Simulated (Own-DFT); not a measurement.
Simulation results for AlGa$_{3}$N$_{4}$ (wurtzite random alloy, strained, atoms displaced)

A calculation, not a measurement: plane-wave density functional theory by an unreviewed code, no spin, of a simulated periodic cell, stress positive in tension, run twice, with PBE and with PBEsol, both on files made for PBE, so the change isn't that of files made for PBEsol, forces on such cells passed a denser k mesh, this cell's mesh not checked; the far tail of each file's local potential was reset to the Coulomb form; each entry is a single point on an unrelaxed cell, so the pressure reflects the starting lattice, mostly measured values (interpolated for alloys), from which strain is counted, and rises with the displacements; printed positions are rounded, which can move forces by about a meV/angstrom; the program, named Own-DFT, is a retired in-house code; no spin-orbit coupling; stress was not checked against mesh or cutoff. Program: Own-DFT development build.

AlGa$_{3}$N$_{4}$ (wurtzite random alloy, strained, atoms displaced)

```
AlGa3N4
1.0
      9.6757     0.0000     0.0000
     -4.8378     8.3794     0.0000
      0.0000     0.0000    10.2685
Al Ga N Ga N Al Ga N Ga Al N Al N Ga N Ga Al N Al Ga N Al Ga N Ga N Ga N Ga N Al Ga N Ga N Ga N Ga N Ga N Ga N
1 1 2 2 2 1 1 2 1 1 2 2 2 2 2 1 1 2 1 1 2 1 1 2 2 2 2 2 2 2 1 1 2 2 2 2 2 2 2 2 2 2 2
Direct
  0.10535 0.22014 0.99523
  0.22747 0.11913 0.24218
  0.11981 0.21906 0.19086
  0.21799 0.11181 0.43823
  0.11780 0.22213 0.50472
  0.22071 0.10385 0.74761
  0.10464 0.22394 0.68724
  0.22161 0.11325 0.94503
  0.10868 0.55194 0.00278
  0.22088 0.44176 0.24892
  0.11518 0.55566 0.18162
  0.22893 0.45453 0.44054
  0.11591 0.55915 0.49990
  0.22019 0.44188 0.74740
  0.11700 0.55917 0.68176
  0.22215 0.44248 0.93888
  0.11619 0.89831 0.00026
  0.21855 0.77267 0.24070
  0.11217 0.90051 0.19116
  0.21985 0.78119 0.44222
  0.10169 0.88759 0.50172
  0.21866 0.77494 0.74371
  0.10254 0.88293 0.68764
  0.22443 0.77648 0.93862
  0.45068 0.23478 0.00194
  0.56261 0.11979 0.25120
  0.44454 0.21328 0.18612
  0.55257 0.11127 0.43354
  0.44376 0.23195 0.49628
  0.54648 0.10902 0.74248
  0.44438 0.21950 0.69269
  0.53438 0.08343 0.93836
  0.44370 0.55164 0.99310
  0.55535 0.45138 0.25153
  0.44265 0.56004 0.19116
  0.55315 0.44060 0.42688
  0.43674 0.55006 0.49269
  0.56655 0.45514 0.75533
  0.43735 0.55196 0.69215
  0.55745 0.44205 0.93874
  0.44975 0.89253 0.99866
  0.55263 0.78304 0.24579
  0.44068 0.88431 0.18741
  0.55731 0.77942 0.43815
  0.45182 0.89693 0.49894
  0.55119 0.77315 0.74221
  0.43944 0.88740 0.68389
  0.55220 0.77387 0.92613
  0.78200 0.22938 0.99480
  0.88512 0.10665 0.25722
  0.76548 0.22411 0.19018
  0.88846 0.10239 0.43713
  0.78141 0.22357 0.49890
  0.88985 0.12185 0.74764
  0.77005 0.21950 0.68531
  0.89280 0.11899 0.93430
  0.77355 0.55681 0.00203
  0.89143 0.44157 0.24952
  0.77252 0.55259 0.17956
  0.89003 0.43578 0.43865
  0.76965 0.55435 0.50713
  0.88342 0.42976 0.75552
  0.78678 0.55628 0.68766
  0.88546 0.44050 0.95149
  0.78096 0.89514 0.00286
  0.88788 0.77936 0.25344
  0.77946 0.88823 0.19489
  0.88965 0.78134 0.44275
  0.78520 0.89980 0.50456
  0.88246 0.77794 0.76170
  0.77276 0.88975 0.68863
  0.89701 0.77483 0.92713
```

* functional: PBE, then PBEsol
* potential files: PseudoDojo norm-conserving, scalar-relativistic, standard set
* wave cutoff: 42 hartree
* occupations: Fermi-Dirac
* smearing width: 0.1 eV
* k mesh: 4 x 4 x 3 centred on Gamma
* rms change of force components from PBE to PBEsol: withheld

Question: What rms change of force components from PBE to PBEsol does the calculation give for AlGa$_{3}$N$_{4}$ (wurtzite random alloy, strained, atoms displaced)?
Answer: 0.067 eV/Å

Further results for AlGa$_{3}$N$_{4}$ (wurtzite random alloy, strained, atoms displaced):

- PBE pressure: 1.29 GPa
- PBE stress xx: 2.6 GPa
- PBE stress yy: 0.69 GPa
- PBE stress zz: -7.16 GPa
- PBE stress yz: 1.23 GPa
- PBE stress xz: -0.42 GPa
- PBE stress xy: -0.17 GPa
- PBEsol pressure: -3.34 GPa
- PBEsol stress xx: 7.13 GPa
- PBEsol stress yy: 5.27 GPa
- PBEsol stress zz: -2.39 GPa
- PBEsol stress yz: 1.2 GPa
- PBEsol stress xz: -0.4 GPa
- PBEsol stress xy: -0.17 GPa

Force:
```tsv
force element	PBE force x (eV/Å)	PBE force y (eV/Å)	PBE force z (eV/Å)	PBEsol force x (eV/Å)	PBEsol force y (eV/Å)	PBEsol force z (eV/Å)
Al	1.077	0.589	0.69	1.076	0.588	0.689
Ga	1.091	-1.075	1.41	1.032	-1.057	1.382
N	-3.088	1.099	-1.623	-2.992	1.081	-1.466
N	1.488	0.652	0.339	1.335	0.586	0.301
Ga	-0.943	0.436	-1.383	-0.925	0.397	-1.347
Ga	-0.42	0.354	0.636	-0.397	0.341	0.631
N	1.031	0.599	1.049	0.992	0.441	0.953
N	-0.702	0.114	-0.63	-0.568	0.199	-0.707
Al	0.52	0.886	-1.512	0.52	0.872	-1.543
Ga	0.133	0.117	-0.092	0.143	0.121	-0.074
N	-0.658	0.147	1.022	-0.639	-0.007	1.138
N	-1.076	-2.029	-0.764	-1.039	-1.976	-0.749
Ga	-0.765	0.414	-0.912	-0.745	0.41	-0.865
Al	-0.266	0.482	0.339	-0.277	0.474	0.338
N	-0.003	-1.827	2.214	-0.102	-1.707	2.103
N	-0.331	-0.257	-0.246	-0.335	-0.251	-0.241
Al	0.696	-1.116	-0.068	0.693	-1.116	-0.082
Al	-0.164	1.182	1.185	-0.175	1.168	1.194
N	0.881	-2.184	-1.127	0.762	-2.065	-1.01
N	0.204	-0.139	-1.725	0.198	-0.146	-1.576
Ga	1.532	0.302	-0.579	1.488	0.286	-0.553
Ga	0.009	0.312	0.852	0.016	0.309	0.823
N	-0.067	0.549	0.693	-0.059	0.551	0.667
N	-1.381	-0.702	0.609	-1.251	-0.621	0.515
Ga	0.298	-2.892	-0.337	0.275	-2.836	-0.328
Al	-1.312	-1.73	-0.349	-1.297	-1.754	-0.349
N	0.337	1.39	0.829	0.174	1.433	0.74
N	-0.318	1.374	0.537	-0.208	1.268	0.658
Al	0.455	-1.793	0.178	0.455	-1.791	0.197
Ga	0.886	-1.252	1.32	0.851	-1.237	1.298
N	-1.189	1.57	-1.755	-1.151	1.506	-1.601
N	0.982	7.068	-1.642	0.899	6.86	-1.631
Al	-0.674	0.811	0.605	-0.659	0.804	0.606
Ga	0.264	-0.593	-2.602	0.255	-0.56	-2.516
N	0.53	-0.48	-1.741	0.521	-0.474	-1.581
N	-0.06	-0.008	3.389	-0.063	0.155	3.241
Ga	1.492	1.788	0.957	1.442	1.759	0.922
Ga	-0.651	-1.023	-1.476	-0.626	-1.009	-1.418
N	0.579	-0.849	-0.645	0.704	-0.733	-0.68
N	-0.92	1.441	0.356	-0.77	1.34	0.303
Ga	-0.231	-4.21	0.867	-0.238	-4.1	0.826
Ga	0.421	-0.487	0.837	0.413	-0.486	0.834
N	-0.812	1.21	0.644	-0.653	1.142	0.538
N	0.269	-0.057	0.209	0.248	-0.047	0.194
Ga	-0.786	-1.062	-0.825	-0.767	-1.041	-0.78
Ga	-0.536	0.801	-0.289	-0.517	0.796	-0.26
N	0.368	0.107	0.419	0.36	0.109	0.394
N	1.014	-0.608	2.388	0.987	-0.465	2.283
Al	-0.923	-2.264	1.201	-0.941	-2.291	1.183
Ga	0.227	0.823	-1.736	0.238	0.778	-1.655
N	2.149	-0.432	-1.355	2.262	-0.302	-1.269
N	-0.183	2.411	1.121	-0.191	2.345	1.089
Ga	-0.455	-0.841	-0.769	-0.444	-0.814	-0.742
Ga	-0.091	-1.707	-0.244	-0.085	-1.681	-0.233
N	0.204	-0.118	0.59	0.22	-0.102	0.576
N	-0.485	0.164	1.369	-0.494	0.023	1.227
Ga	0.869	0.534	-1.208	0.851	0.503	-1.177
Ga	-0.583	0.554	-0.204	-0.568	0.513	-0.19
N	0.468	0.698	2.665	0.448	0.684	2.593
N	-0.572	1.47	-0.062	-0.549	1.423	-0.074
Ga	1.072	0.242	-1.818	1.052	0.251	-1.76
Ga	0.302	2.032	-0.422	0.266	1.993	-0.433
N	-0.763	-0.357	1.498	-0.779	-0.356	1.457
N	0.582	0.364	-1.346	0.449	0.468	-1.422
Ga	-0.241	-0.77	-0.872	-0.246	-0.751	-0.861
Ga	0.729	-0.38	-0.226	0.694	-0.341	-0.206
N	-0.628	0.235	-1.205	-0.617	0.237	-1.188
N	-0.866	-1.246	-0.318	-0.838	-1.205	-0.318
Ga	-0.518	-2.416	-0.369	-0.502	-2.354	-0.359
Ga	0.109	0.393	-5.454	0.121	0.38	-5.322
N	0.603	0.43	0.748	0.586	0.414	0.707
N	-0.212	0.76	6.162	-0.32	0.671	5.958
```
